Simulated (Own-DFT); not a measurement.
# Point defects and the pressure they add: C40 NbSi2

Calculated, not measured: single-point runs of Own-DFT, a retired in-house plane-wave DFT program that no person has reviewed, on unrelaxed cells, without spin or spin-orbit coupling.

All runs used: PBEsol; PseudoDojo norm-conserving scalar-relativistic files, made for PBE; cutoff 42 hartree; 4 x 4 x 5 k mesh centred on Gamma; cold (Marzari-Vanderbilt) smearing of 0.2 eV.

Limits: forces on such cells failed a check on a denser k mesh; stress not checked against mesh or cutoff.

All runs share one cell, with vectors in Å (0.000, 8.324, 0.000); (-9.613, 0.000, 0.000); (0.000, 0.000, 6.586) and a volume of 527.0 Å³. The atoms are randomly displaced, by u rms on each axis. The defect's site can differ from row to row.

| cell | formula | u (Å) | P (GPa) |
|---|---|---|---|
| no defect | Nb12Si24 | 0.0173 | -2.19 |
| no defect | Nb12Si24 | 0.0203 | -2.13 |
| no defect | Nb12Si24 | 0.0531 | -0.95 |
| two Nb on a Si site each | Nb14Si22 | 0.0280 | 3.18 |
| two Nb on a Si site each | Nb14Si22 | 0.0295 | 3.56 |
| two Nb on a Si site each | Nb14Si22 | 0.0520 | 4.41 |
| one Si vacancy | Nb12Si23 | 0.0331 | ? |
| one Si vacancy | Nb12Si23 | 0.0336 | -2.28 |
| one Si vacancy | Nb12Si23 | 0.0499 | -1.95 |
| one Si vacancy | Nb12Si23 | 0.0531 | -1.86 |
| two Si on a Nb site each | Nb10Si26 | 0.0302 | -1.82 |
| two Si on a Nb site each | Nb10Si26 | 0.0491 | -1.05 |
| two Si on a Nb site each | Nb10Si26 | 0.0555 | -0.47 |

## Analysis

P = P0 + c u² + a shift for each defect gives P0 = -2.34 GPa, c = 497 ± 53 GPa/Å² and a scatter of 0.17 GPa. The shifts, and each times the cell's volume:

- two Nb on a Si site each: 5.34 ± 0.14 GPa, 17.6 eV (8.8 eV for each of its 2 sites)
- two Si on a Nb site each: 0.17 ± 0.15 GPa, 0.6 eV (0.3 eV for each of its 2 sites) (not resolved)
- one Si vacancy: -0.75 ± 0.15 GPa, -2.5 eV

Positive is outwards. The product with the volume (160.2 GPa Å³ to the eV) is nearly free of the cell's size; divided by the bulk modulus at the cell's pressure it gives the volume that the defect adds. The atoms around the defects weren't relaxed, which would change these numbers.

## Test on the hidden row

Q: what pressure belongs in the blank (one Si vacancy, u = 0.0331 Å)?

The fitted form gives -2.55 ± 0.21 GPa. The calculation gave -2.48 GPa.
